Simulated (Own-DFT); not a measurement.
# Which arrangement is lower? As32Ga32, 64 atoms

These are calculations, not measurements. The program, named Own-DFT, is a retired in-house plane-wave density functional code that no person has reviewed. Each row is one single-point run on a periodic cell that was not relaxed, without spin or spin-orbit coupling.

Settings of every run: PBE; PseudoDojo norm-conserving scalar-relativistic files; cutoff 42 hartree; 3 x 3 x 3 k mesh centred on Gamma; Fermi-Dirac smearing of 0.1 eV.

Known limits, some of them of some rows only: not probed for a lower state with spin; forces on such cells failed a check on a denser k mesh; forces not confirmed at this smearing and k mesh; stress not checked against mesh or cutoff.

All cells hold the same atoms in the same cell, with vectors in Å (11.307, 0.000, 0.000); (0.000, 11.307, 0.000); (0.000, 0.000, 11.307). Every atom was moved at random from its ideal site; u is the rms move along one axis. The defect's site can differ from row to row. E is the free energy of the cell above the lowest run. The arrangements:

- A: zincblende GaAs
- B: zincblende GaAs, with one As on a Ga site and one Ga on an As site, 2.4 Å apart

| arrangement | u (Å) | E (eV) | P (GPa) |
|---|---|---|---|
| A | 0.0194 | 0.000 | 3.52 |
| A | 0.0194 | 0.006 | 3.52 |
| A | 0.0207 | 0.015 | 3.52 |
| A | 0.0464 | 1.741 | 3.88 |
| A | 0.0467 | 1.668 | 3.88 |
| A | 0.0506 | 1.692 | 3.79 |
| B | 0.0256 | 2.890 | 3.90 |
| B | 0.0265 | 2.840 | 3.88 |
| B | 0.0312 | 3.063 | 3.91 |
| B | 0.0472 | 4.381 | 4.21 |
| B | 0.0491 | 5.000 | 4.39 |
| B | 0.0496 | 4.546 | 4.23 |

Question: once the cost of the random moves is taken out, how do the arrangements rank?

## Worked answer

Fit E = a + b u², with one b for all and one a for each arrangement, and with residuals divided by u², since the noise grows with the moves. Then b = 950 eV/Å², the scatter at u = 0.04 Å is 0.16 eV, and against A:

- B: 2.59 ± 0.05 eV (higher)

These are energies of unrelaxed cells. Relaxing the atoms lowers the strained arrangements most, so the gaps would shrink and small ones could change sign.
